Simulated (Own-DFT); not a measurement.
# Strain and stress in wurtzite GaN, 96 atoms (Ga48N48)

All numbers below are calculated, not measured. The program, named Own-DFT, is a retired in-house plane-wave density functional code that no person has reviewed. Each row is one single-point run on a periodic cell that was not relaxed, without spin or spin-orbit coupling.

Settings of every run: PBE; PseudoDojo norm-conserving scalar-relativistic files (stringent for Ga); cutoff 96 hartree; 3 x 4 x 3 k mesh centred on Gamma; Gaussian smearing of 0.01 eV.

Known limits: forces on such cells passed a denser k mesh, each cell not checked; stress not checked against mesh or cutoff.

Unstrained cell vectors in Å: (12.756, 0.000, 0.000); (-4.784, 8.285, 0.000); (0.000, 0.000, 10.370). The unstrained cell has measured lattice constants (interpolated for alloys), not those of this functional. That, the random moves and any unrelaxed bonds set the pressure at no strain. Each run strains this cell uniformly, with the atoms carried along. Every atom was also moved at random, by a Gaussian of width 0.05 Å on each axis. Strain is the symmetric tensor, in per cent. Stress is positive in tension, and the pressure is minus a third of its trace.

```
run,e_xx (%),e_yy (%),e_zz (%),e_yz (%),e_xz (%),e_xy (%),s_xx (GPa),s_yy (GPa),s_zz (GPa),s_yz (GPa),s_xz (GPa),s_xy (GPa),P (GPa),E (meV/atom)
1,-0.67,-0.98,0.23,-0.53,1.00,0.09,-11.42,-10.19,-7.87,-0.24,2.38,1.70,9.83,17.6
2,0.32,-0.15,-0.35,-0.11,-1.33,-1.95,-7.48,-8.30,-7.60,-0.88,-2.60,-7.46,7.79,22.0
3,1.71,0.50,-0.54,-1.03,-1.84,0.25,-0.38,-4.71,-7.84,-1.85,-3.78,1.15,4.31,21.7
4,-0.81,0.88,-1.42,1.19,0.21,-1.97,-12.36,-4.49,-15.31,2.88,-0.13,-6.47,10.72,45.0
5,0.33,-1.70,1.44,-1.90,-1.76,1.89,-7.61,-13.01,-2.13,-3.85,-3.54,5.98,7.58,35.5
6,-1.87,0.76,-1.00,1.65,1.62,-1.00,-15.35,-6.10,-13.99,3.94,4.30,-4.11,11.81,32.8
7,0.29,0.32,-1.03,0.61,-0.54,-1.40,-6.82,-6.02,-10.63,2.11,-1.84,-2.65,7.82,14.8
8,1.20,-0.98,-1.17,1.71,-1.50,0.46,-3.93,-10.52,-14.25,3.29,-3.19,1.72,9.57,39.7
9,1.23,1.54,-0.87,-1.22,-0.39,0.41,-1.22,-0.45,-8.46,-3.09,-0.89,1.49,3.38,0.0
10,1.80,-1.04,-0.01,1.69,-0.67,-1.88,-0.43,-8.88,-8.15,3.26,-1.71,-5.26,5.82,15.4
11,0.32,-0.89,-0.96,1.27,-0.01,-0.30,-7.64,-11.24,-11.93,2.92,0.20,-1.43,10.27,27.4
12,1.43,1.79,0.45,-0.32,-0.67,0.81,-0.12,0.89,-1.97,-1.43,-1.31,2.45,0.40,2.8
13,-1.28,-1.64,-1.13,0.42,1.06,1.23,-17.31,-17.70,-14.03,1.56,2.69,5.51,16.35,58.1
14,-0.80,-0.13,0.57,0.74,-0.04,-2.00,-10.07,-7.66,-6.25,1.97,0.45,-6.06,7.99,21.0
15,-0.88,0.40,-0.89,0.40,1.68,-0.22,-9.96,-9.71,-12.45,1.22,3.23,-1.80,10.70,49.9
16,-0.58,0.65,1.05,-0.45,-1.95,0.99,?,?,?,?,?,?,?,?
```

E is the free energy for each atom above the lowest run shown.

## Worked fit

Each stress component was fitted by least squares to a constant and the strains of the runs shown, as fractions, with shears doubled. Shear strains stay in the fit of a normal stress only where such slopes are resolved. The slopes, in GPa:

```
stress,at no strain,per e_xx,per e_yy,per e_zz,scatter
s_xx,-7.7,431 ± 22,110 ± 24,72 ± 32,0.93
s_yy,-7.3,100 ± 29,400 ± 31,83 ± 42,1.20
s_zz,-7.5,91 ± 26,93 ± 27,468 ± 37,1.08
```

Each shear stress against twice its own strain: yz 98 ± 9, xz 102 ± 10, xy 157 ± 16 GPa. These are stiffnesses along x, y and z of the frame in which the cell vectors are given, which need not be the crystal's axes. The atoms are held to the strained lattice; where symmetry lets them move under strain, relaxing them would lower some slopes. The table should be nearly symmetric about its diagonal, and what it lacks of that shows the noise. A ninth of its sum, 205 ± 5 GPa, estimates the bulk modulus near the mean pressure of these runs, 8.3 GPa, so it lies above the value at zero pressure.

## Withheld run

Question: what normal stresses and pressure should run 16 give?

The fit gives s_xx = -8.7, s_yy = -4.4, s_zz = -2.5 and P = 5.2 GPa. The calculation gave -8.41, -3.03, -2.47 and P = 4.63 GPa.
